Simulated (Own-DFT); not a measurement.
# Strain and stress in wurtzite AlGaN with randomly placed atoms, 72 atoms (Al27Ga9N36)

All numbers below are calculated, not measured. The program, named Own-DFT, is a retired in-house plane-wave density functional code that no person has reviewed. Each row is one single-point run on a periodic cell that was not relaxed, without spin or spin-orbit coupling.

Settings of every run: PBE; PseudoDojo norm-conserving scalar-relativistic files (stringent for Ga); cutoff 96 hartree; 4 x 4 x 3 k mesh centred on Gamma; Gaussian smearing of 0.01 eV.

Known limits: forces on such cells passed a denser k mesh, each cell not checked; stress not checked against mesh or cutoff.

Unstrained cell vectors in Å: (9.394, 0.000, 0.000); (-4.697, 8.135, 0.000); (0.000, 0.000, 10.066). The unstrained cell has measured lattice constants (interpolated for alloys), not those of this functional. That, the random moves and any unrelaxed bonds set the pressure at no strain. Each run strains this cell uniformly, with the atoms carried along. Every atom was also moved at random, by a Gaussian of width 0.05 Å on each axis. The random placing of the alloy's atoms differs from row to row. Strain is the symmetric tensor, in per cent. Stress is positive in tension, and the pressure is minus a third of its trace.

```
run,e_xx (%),e_yy (%),e_zz (%),s_xx (GPa),s_yy (GPa),s_zz (GPa),P (GPa),E (meV/atom)
1,0.00,0.00,0.75,-5.47,-7.51,-1.20,4.73,7.7
2,0.00,0.00,-0.50,-7.41,-6.12,-9.92,7.81,29.8
3,0.00,0.00,1.50,-8.54,-4.39,-0.10,4.35,33.9
4,0.00,0.00,-1.00,-6.02,-7.70,-11.04,8.25,15.3
5,0.00,0.00,-1.25,-8.00,-8.15,-12.15,9.43,35.9
6,0.00,0.00,2.25,-4.74,-6.97,4.31,2.47,22.6
7,0.00,0.00,3.00,-2.25,-4.60,5.94,0.30,0.0
8,0.00,0.00,2.50,-5.08,-4.30,4.16,1.74,16.4
9,0.00,0.00,-0.25,?,?,?,?,?
```

E is the free energy for each atom above the lowest run shown.

## Worked fit

The change of volume is close to e_xx + e_yy + e_zz. A straight line through the runs shown gives P = 6.69 - 199 x (fractional change of volume) GPa, with an error of 10 on the slope and a scatter of 0.44 GPa. The strain isn't the same on all axes and the cell isn't cubic, so the slope belongs to this path and is not the bulk modulus.

## Withheld run

Question: what pressure should run 9 give? Its volume changes by -0.25 %.

The line gives 7.2 GPa. The calculation gave 6.88 GPa.
